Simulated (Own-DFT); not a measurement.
# Computed records: GaP (zincblende, atoms displaced)

All values are calculated (Own-DFT development build). A calculation, not a measurement: plane-wave PBE density functional theory by an unreviewed code, no spin, of a simulated periodic cell, stress positive in tension, free energy of the whole cell less one offset for each atom, forces on such cells passed a denser k mesh, this cell's mesh not checked; offsets are fitted by least squares, one for each functional and potential file, so energies compare only between cells with the same atoms and settings and are not formation energies; the far tail of each file's local potential was reset to the Coulomb form; each entry is a single point on an unrelaxed cell, so the pressure reflects the starting lattice, mostly measured values (interpolated for alloys), from which strain is counted, and rises with the displacements; printed positions are rounded, which can move forces by about a meV/angstrom; the program, named Own-DFT, is a retired in-house code; no spin-orbit coupling.

Settings shared by all entries: functional PBE; potential files PseudoDojo norm-conserving, scalar-relativistic, standard set; wave cutoff 42 hartree; occupations Fermi-Dirac; smearing width 0.1 eV; k mesh 2 x 3 x 3 centred on Gamma.

```json
{"entry": 1, "formula": "GaP", "kind": "zincblende, atoms displaced", "structure": {"cell_angstrom": [[16.3515, 0.0, 0.0], [0.0, 10.901, 0.0], [0.0, 0.0, 10.901]], "atoms_fractional": [["Ga", 0.00067, 0.98722, 0.99775], ["Ga", 0.00187, 0.24635, 0.24069], ["Ga", 0.17819, 0.98759, 0.25447], ["Ga", 0.15938, 0.23805, 0.99301], ["P", 0.08596, 0.13358, 0.13552], ["P", 0.08896, 0.36821, 0.36987], ["P", 0.24752, 0.11785, 0.38486], ["P", 0.25543, 0.37891, 0.13122], ["Ga", 0.99211, 0.99618, 0.49536], ["Ga", 0.99728, 0.24989, 0.75072], ["Ga", 0.15664, 0.00924, 0.76167], ["Ga", 0.16671, 0.24719, 0.51021], ["P", 0.08051, 0.13814, 0.62365], ["P", 0.08962, 0.35629, 0.87842], ["P", 0.24961, 0.12178, 0.8764], ["P", 0.24828, 0.38385, 0.62939], ["Ga", 0.99912, 0.52491, 0.00209], ["Ga", 0.99714, 0.74465, 0.24886], ["Ga", 0.16193, 0.50009, 0.24397], ["Ga", 0.16313, 0.76088, 0.01061], ["P", 0.08786, 0.62514, 0.11069], ["P", 0.08246, 0.88006, 0.37307], ["P", 0.24501, 0.62618, 0.35577], ["P", 0.25054, 0.89571, 0.14546], ["Ga", 0.00602, 0.49613, 0.49706], ["Ga", 0.00034, 0.75467, 0.74295], ["Ga", 0.15658, 0.51457, 0.74426], ["Ga", 0.16959, 0.76458, 0.48552], ["P", 0.0817, 0.63864, 0.61309], ["P", 0.08162, 0.8794, 0.8597], ["P", 0.2568, 0.61844, 0.87294], ["P", 0.24066, 0.87222, 0.63095], ["Ga", 0.34142, 0.02928, 0.98391], ["Ga", 0.33158, 0.23985, 0.24172], ["Ga", 0.48989, 0.00126, 0.25656], ["Ga", 0.48486, 0.25572, 0.99444], ["P", 0.41058, 0.12064, 0.13776], ["P", 0.40945, 0.36767, 0.36032], ["P", 0.58452, 0.12223, 0.36443], ["P", 0.58802, 0.37611, 0.13817], ["Ga", 0.33583, 0.99424, 0.49508], ["Ga", 0.33061, 0.24645, 0.74473], ["Ga", 0.49933, 0.99543, 0.7579], ["Ga", 0.50515, 0.26682, 0.51894], ["P", 0.43184, 0.12388, 0.62494], ["P", 0.40988, 0.37994, 0.88301], ["P", 0.58912, 0.1324, 0.87367], ["P", 0.59788, 0.3722, 0.6318], ["Ga", 0.34049, 0.50795, 0.9925], ["Ga", 0.34245, 0.74255, 0.26127], ["Ga", 0.50207, 0.50862, 0.24341], ["Ga", 0.49865, 0.73499, 0.99346], ["P", 0.42351, 0.62643, 0.13234], ["P", 0.42088, 0.87344, 0.37012], ["P", 0.57704, 0.63613, 0.37656], ["P", 0.57875, 0.88322, 0.11691], ["Ga", 0.33484, 0.50334, 0.50153], ["Ga", 0.32966, 0.74558, 0.73916], ["Ga", 0.50604, 0.50582, 0.74911], ["Ga", 0.50582, 0.75984, 0.49502], ["P", 0.41093, 0.62856, 0.6308], ["P", 0.4202, 0.88374, 0.8571], ["P", 0.58712, 0.63685, 0.87807], ["P", 0.57857, 0.86829, 0.60302], ["Ga", 0.66593, 0.99778, 0.00272], ["Ga", 0.66029, 0.2424, 0.23983], ["Ga", 0.83666, 0.00628, 0.24853], ["Ga", 0.82638, 0.25078, 0.99885], ["P", 0.76055, 0.12221, 0.14829], ["P", 0.75508, 0.38967, 0.38518], ["P", 0.92718, 0.12326, 0.37242], ["P", 0.91037, 0.39152, 0.13044], ["Ga", 0.66776, 0.0124, 0.51139], ["Ga", 0.66445, 0.26291, 0.74081], ["Ga", 0.83924, 0.0087, 0.76574], ["Ga", 0.84707, 0.25872, 0.50119], ["P", 0.73913, 0.11621, 0.61444], ["P", 0.73909, 0.38453, 0.88452], ["P", 0.92043, 0.13434, 0.86998], ["P", 0.92572, 0.37823, 0.62556], ["Ga", 0.64708, 0.48926, 0.00238], ["Ga", 0.66375, 0.74525, 0.2485], ["Ga", 0.82217, 0.50749, 0.24582], ["Ga", 0.83214, 0.73979, 0.00631], ["P", 0.75681, 0.61879, 0.12557], ["P", 0.74803, 0.85861, 0.38091], ["P", 0.91762, 0.62396, 0.37438], ["P", 0.92282, 0.86376, 0.11207], ["Ga", 0.66344, 0.51068, 0.52173], ["Ga", 0.66662, 0.74911, 0.75089], ["Ga", 0.83613, 0.49643, 0.75313], ["Ga", 0.83596, 0.7487, 0.49783], ["P", 0.74251, 0.62151, 0.62917], ["P", 0.7483, 0.86622, 0.86643], ["P", 0.931, 0.60531, 0.86374], ["P", 0.90989, 0.88577, 0.62047]]}, "results": {"free_energy_of_cell_above_offsets [eV]": "-35.525", "pressure [GPa]": 5.4, "stress_xx [GPa]": -5.43, "stress_yy [GPa]": -5.37, "stress_zz [GPa]": -5.41, "stress_yz [GPa]": 0.88, "stress_xz [GPa]": -0.49, "stress_xy [GPa]": 0.07, "force_element": ["Ga", "Ga", "Ga", "Ga", "P", "P", "P", "P", "Ga", "Ga", "Ga", "Ga", "P", "P", "P", "P", "Ga", "Ga", "Ga", "Ga", "P", "P", "P", "P", "Ga", "Ga", "Ga", "Ga", "P", "P", "P", "P", "Ga", "Ga", "Ga", "Ga", "P", "P", "P", "P", "Ga", "Ga", "Ga", "Ga", "P", "P", "P", "P", "Ga", "Ga", "Ga", "Ga", "P", "P", "P", "P", "Ga", "Ga", "Ga", "Ga", "P", "P", "P", "P", "Ga", "Ga", "Ga", "Ga", "P", "P", "P", "P", "Ga", "Ga", "Ga", "Ga", "P", "P", "P", "P", "Ga", "Ga", "Ga", "Ga", "P", "P", "P", "P", "Ga", "Ga", "Ga", "Ga", "P", "P", "P", "P"], "force_x [eV/angstrom]": [0.698, -1.122, -4.714, 2.188, 0.66, -0.601, 0.534, -0.718, 1.907, 1.286, 1.346, 0.978, -0.693, -2.03, -0.902, -0.088, 0.83, 1.064, 0.469, 1.892, -0.313, -0.827, 0.646, 4.495, 0.119, -0.852, 0.733, 0.043, 0.377, -0.378, -1.716, 0.959, 0.464, -1.933, 2.217, 2.115, 1.496, 1.655, -0.798, -2.594, -0.073, 0.398, 3.03, -0.471, -2.054, 1.06, -0.986, -4.336, -1.198, -1.217, 0.274, -0.58, -1.366, -0.999, 1.086, -0.51, -0.648, -0.71, -0.54, -3.248, 2.32, -2.536, -0.311, 2.623, 1.016, 2.043, 1.775, 0.595, -2.603, -1.312, -1.566, 1.037, -3.22, 3.186, -1.721, -1.401, 5.029, 1.306, -0.7, -0.882, 1.973, 0.35, 2.173, 0.627, -3.767, 0.012, -0.123, -1.337, -0.329, -0.506, -0.931, -0.368, 3.047, 1.11, -2.591, 0.18], "force_y [eV/angstrom]": [1.802, 1.941, 3.861, 0.095, -2.762, 0.213, 0.862, -0.162, 0.057, 0.899, 0.818, 0.914, -2.051, 3.223, 1.076, -0.227, -4.044, 0.168, -0.653, 0.95, 0.472, -0.113, 0.178, -4.457, 0.41, -0.043, -1.097, -1.12, -0.272, -1.37, 1.55, 1.099, -2.8, 0.801, 0.21, -1.237, 0.276, 1.217, 0.198, -0.358, 0.123, 0.189, 1.588, -0.569, 0.078, -0.464, -0.092, 3.238, 0.242, 0.662, -1.576, 2.645, 0.39, -0.487, -2.105, -1.162, -0.524, 1.287, -0.341, -2.016, -0.599, -2.628, -1.681, 2.682, 0.545, 0.003, -3.199, 0.484, 1.694, -1.136, 0.865, -1.135, -4.062, -3.694, -0.823, -0.78, 4.332, -0.912, -0.532, 0.279, 1.714, 0.679, -1.37, 0.35, 1.301, 2.054, -0.646, 0.567, -0.632, 0.668, -0.268, -0.522, 1.423, 1.162, 3.07, -0.884], "force_z [eV/angstrom]": [-0.096, 0.631, 3.537, 1.882, -1.318, 0.379, -0.266, -1.475, 0.731, -0.139, -2.091, -0.828, 0.353, -1.456, -1.142, -0.322, 1.374, 0.034, -0.417, -1.143, 2.209, -0.611, 1.984, -5.556, -0.721, -0.59, 0.825, 0.165, -0.24, 2.146, 0.152, -0.332, 1.061, 1.588, -0.999, 1.434, -2.062, 1.794, 1.595, -0.797, 1.158, -0.205, -1.942, -2.526, 0.095, -2.729, 0.331, -2.014, 2.451, -1.025, 1.908, 0.528, -1.755, 1.48, -0.183, 0.898, -1.116, 1.315, 0.295, -0.79, -1.661, 2.83, -0.506, 4.19, -0.201, 1.711, 2.124, 0.568, -3.578, 0.162, -0.485, -0.911, -4.419, 3.275, -1.507, -0.757, 4.201, -1.073, 2.149, 0.502, -0.437, -0.704, 2.435, -1.749, -1.652, -0.7, 0.116, 1.213, -3.47, -1.5, -0.3, 0.491, 1.248, 1.556, -1.681, 1.073]}}
{"entry": 2, "formula": "GaP", "kind": "zincblende, atoms displaced", "structure": {"cell_angstrom": [[16.3515, 0.0, 0.0], [0.0, 10.901, 0.0], [0.0, 0.0, 10.901]], "atoms_fractional": [["Ga", 0.01421, 0.99951, 0.99218], ["Ga", 0.98687, 0.23593, 0.25952], ["Ga", 0.16439, 0.99284, 0.24056], ["Ga", 0.16419, 0.25397, 0.99304], ["P", 0.09628, 0.12661, 0.12824], ["P", 0.07915, 0.37609, 0.3891], ["P", 0.25784, 0.14287, 0.37655], ["P", 0.24506, 0.35167, 0.13044], ["Ga", 0.00019, 0.97786, 0.4926], ["Ga", 0.00686, 0.24804, 0.74145], ["Ga", 0.16479, 0.01742, 0.74418], ["Ga", 0.15874, 0.2487, 0.49412], ["P", 0.09158, 0.13325, 0.61982], ["P", 0.09159, 0.38633, 0.86217], ["P", 0.24186, 0.12538, 0.87535], ["P", 0.25292, 0.38072, 0.63124], ["Ga", 0.0019, 0.50807, 0.99406], ["Ga", 0.99417, 0.75939, 0.2669], ["Ga", 0.15841, 0.4833, 0.25038], ["Ga", 0.17007, 0.73409, 0.99717], ["P", 0.0756, 0.65287, 0.12187], ["P", 0.08098, 0.88501, 0.37801], ["P", 0.24849, 0.62323, 0.35901], ["P", 0.25638, 0.87862, 0.14126], ["Ga", 0.99214, 0.49835, 0.51707], ["Ga", 0.99473, 0.75244, 0.75165], ["Ga", 0.17371, 0.49568, 0.74438], ["Ga", 0.16912, 0.75011, 0.49259], ["P", 0.08151, 0.63163, 0.60497], ["P", 0.08654, 0.87479, 0.87171], ["P", 0.25003, 0.61274, 0.87542], ["P", 0.24977, 0.88504, 0.61776], ["Ga", 0.33146, 0.01191, 0.99981], ["Ga", 0.32423, 0.2781, 0.25793], ["Ga", 0.5023, 0.99296, 0.23923], ["Ga", 0.50502, 0.24567, 0.0018], ["P", 0.42117, 0.126, 0.13447], ["P", 0.41769, 0.39691, 0.37386], ["P", 0.5776, 0.13797, 0.36412], ["P", 0.57178, 0.37707, 0.13368], ["Ga", 0.32283, 0.99838, 0.47856], ["Ga", 0.33255, 0.25295, 0.74776], ["Ga", 0.49581, 0.00105, 0.7514], ["Ga", 0.50464, 0.25279, 0.48536], ["P", 0.40958, 0.13108, 0.60476], ["P", 0.41358, 0.384, 0.88217], ["P", 0.58245, 0.13307, 0.8636], ["P", 0.60067, 0.38688, 0.63097], ["Ga", 0.34308, 0.49908, 0.98235], ["Ga", 0.33246, 0.74391, 0.25328], ["Ga", 0.49498, 0.50374, 0.24134], ["Ga", 0.47955, 0.75699, 0.00376], ["P", 0.41718, 0.6166, 0.12295], ["P", 0.42027, 0.88633, 0.36851], ["P", 0.58416, 0.62669, 0.37155], ["P", 0.57219, 0.87681, 0.1259], ["Ga", 0.3298, 0.51094, 0.49578], ["Ga", 0.32488, 0.74938, 0.7561], ["Ga", 0.50683, 0.51258, 0.74336], ["Ga", 0.49097, 0.76617, 0.50445], ["P", 0.41575, 0.62862, 0.61238], ["P", 0.41185, 0.88378, 0.88781], ["P", 0.5846, 0.61398, 0.85954], ["P", 0.57866, 0.88434, 0.63037], ["Ga", 0.66377, 0.01261, 0.99768], ["Ga", 0.66962, 0.24617, 0.25888], ["Ga", 0.83735, 0.00653, 0.2542], ["Ga", 0.83578, 0.232, 0.00893], ["P", 0.75988, 0.11533, 0.11496], ["P", 0.74067, 0.37358, 0.36797], ["P", 0.9156, 0.12053, 0.38272], ["P", 0.92876, 0.3833, 0.10951], ["Ga", 0.64905, 0.01704, 0.49701], ["Ga", 0.66065, 0.25518, 0.75344], ["Ga", 0.83357, 0.98674, 0.73814], ["Ga", 0.83813, 0.26154, 0.51082], ["P", 0.75636, 0.13383, 0.63266], ["P", 0.74249, 0.3812, 0.88022], ["P", 0.92547, 0.14212, 0.87519], ["P", 0.90734, 0.37038, 0.63119], ["Ga", 0.66194, 0.49596, 0.00537], ["Ga", 0.67138, 0.75349, 0.23668], ["Ga", 0.83867, 0.48869, 0.25418], ["Ga", 0.84038, 0.75958, 0.99852], ["P", 0.75164, 0.62402, 0.14651], ["P", 0.7488, 0.86682, 0.37664], ["P", 0.90938, 0.61959, 0.36023], ["P", 0.91782, 0.87968, 0.12174], ["Ga", 0.66704, 0.51565, 0.50594], ["Ga", 0.66859, 0.7432, 0.75204], ["Ga", 0.8329, 0.49909, 0.73969], ["Ga", 0.82961, 0.75977, 0.49238], ["P", 0.73872, 0.61361, 0.63126], ["P", 0.75143, 0.86066, 0.88296], ["P", 0.90866, 0.6194, 0.88445], ["P", 0.92488, 0.88059, 0.6203]]}, "results": {"free_energy_of_cell_above_offsets [eV]": "-36.867", "pressure [GPa]": 5.16, "stress_xx [GPa]": -5.03, "stress_yy [GPa]": -5.19, "stress_zz [GPa]": -5.25, "stress_yz [GPa]": 0.06, "stress_xz [GPa]": 0.59, "stress_xy [GPa]": 0.43, "force_element": ["Ga", "Ga", "Ga", "Ga", "P", "P", "P", "P", "Ga", "Ga", "Ga", "Ga", "P", "P", "P", "P", "Ga", "Ga", "Ga", "Ga", "P", "P", "P", "P", "Ga", "Ga", "Ga", "Ga", "P", "P", "P", "P", "Ga", "Ga", "Ga", "Ga", "P", "P", "P", "P", "Ga", "Ga", "Ga", "Ga", "P", "P", "P", "P", "Ga", "Ga", "Ga", "Ga", "P", "P", "P", "P", "Ga", "Ga", "Ga", "Ga", "P", "P", "P", "P", "Ga", "Ga", "Ga", "Ga", "P", "P", "P", "P", "Ga", "Ga", "Ga", "Ga", "P", "P", "P", "P", "Ga", "Ga", "Ga", "Ga", "P", "P", "P", "P", "Ga", "Ga", "Ga", "Ga", "P", "P", "P", "P"], "force_x [eV/angstrom]": [-1.207, 2.466, 0.872, -0.3, -2.595, -1.544, -2.385, -1.294, -0.206, -0.154, 0.256, 2.559, -2.523, -1.746, 1.646, 0.151, 1.593, -0.097, 0.01, 0.399, 0.124, 2.32, -1.052, -0.242, -0.203, 0.812, -0.918, 0.263, 0.107, 0.913, 0.032, -0.535, -0.255, 3.631, -0.985, -1.086, -1.306, -0.473, 0.248, 2.335, 1.452, 0.411, -0.876, -1.152, 0.797, 3.416, -0.662, -3.153, -2.884, 1.443, 1.17, 2.493, -1.681, -1.164, -0.732, 2.901, -0.298, 1.054, -2.145, 1.346, -0.371, -0.953, 0.33, 0.744, -0.275, -0.349, -0.695, 1.16, -2.47, 2.402, -0.62, -1.931, 2.048, 2.294, -0.181, -2.509, -1.443, 1.569, -0.184, 3.092, 0.002, -1.696, -1.098, -0.815, 0.84, -1.468, 1.285, 0.972, -1.227, -0.729, -1.396, 0.922, 3.618, -0.844, 0.624, -2.019], "force_y [eV/angstrom]": [1.077, 1.798, 0.779, -0.091, 0.466, -0.04, -0.753, 3.649, 3.847, 0.877, -2.051, 0.937, -1.351, -0.69, 0.557, -0.735, 0.67, -0.016, 1.146, 1.898, -2.409, -1.914, -0.594, -0.711, 0.311, -0.885, 1.655, 0.416, -0.257, -0.744, 0.842, -0.791, 0.245, -1.855, 1.99, 0.385, 1.067, -1.301, -1.986, -1.032, 0.029, -0.261, 0.751, 1.911, -0.438, -3.52, -1.062, -0.83, 1.663, 0.59, 0.596, -1.089, 1.16, -0.979, 0.969, -1.508, -0.471, 0.493, -1.921, -0.507, 0.363, 0.197, 2.517, -0.9, -1.305, -0.211, -1.574, 3.434, -0.294, 1.109, -0.237, -2.176, -0.641, -0.01, 1.108, -1.854, -0.604, -1.223, -2.325, 1.071, 0.736, 0.501, -1.109, -1.31, -0.934, 2.865, 0.969, 0.841, -1.44, 1.079, 0.459, -1.958, 2.558, 1.783, 0.28, -1.745], "force_z [eV/angstrom]": [1.123, -1.732, 1.401, -0.103, -0.459, -0.954, -0.508, -2.696, 1.043, 0.482, 0.267, -0.176, -0.255, 1.154, -0.104, -2.148, -0.42, -1.284, -0.873, 0.372, 0.848, -1.758, 1.115, -2.205, -1.532, 0.276, -0.874, -0.32, 2.404, -0.965, -0.046, 0.65, 1.313, 1.519, 1.596, 0.115, -0.817, 0.454, -0.8, -0.82, 0.889, 0.397, -0.344, 1.967, 1.142, -3.29, 1.022, -1.389, 3.444, -0.412, 1.605, -0.038, -0.308, 0.192, 0.012, -2.095, 0.233, -0.758, -1.499, -0.676, 1.797, -2.248, 3.346, -0.059, -0.341, -2.583, -0.126, -1.955, 2.395, 1.991, 1.43, 2.097, 0.657, 0.046, 1.426, -2.623, -0.518, 0.057, -0.344, 1.049, 0.872, 1.367, -1.53, 1.609, -3.059, -0.902, 2.958, 0.595, -3.087, 0.1, 2.067, 1.394, 0.198, -1.222, -1.962, 0.73]}}
```
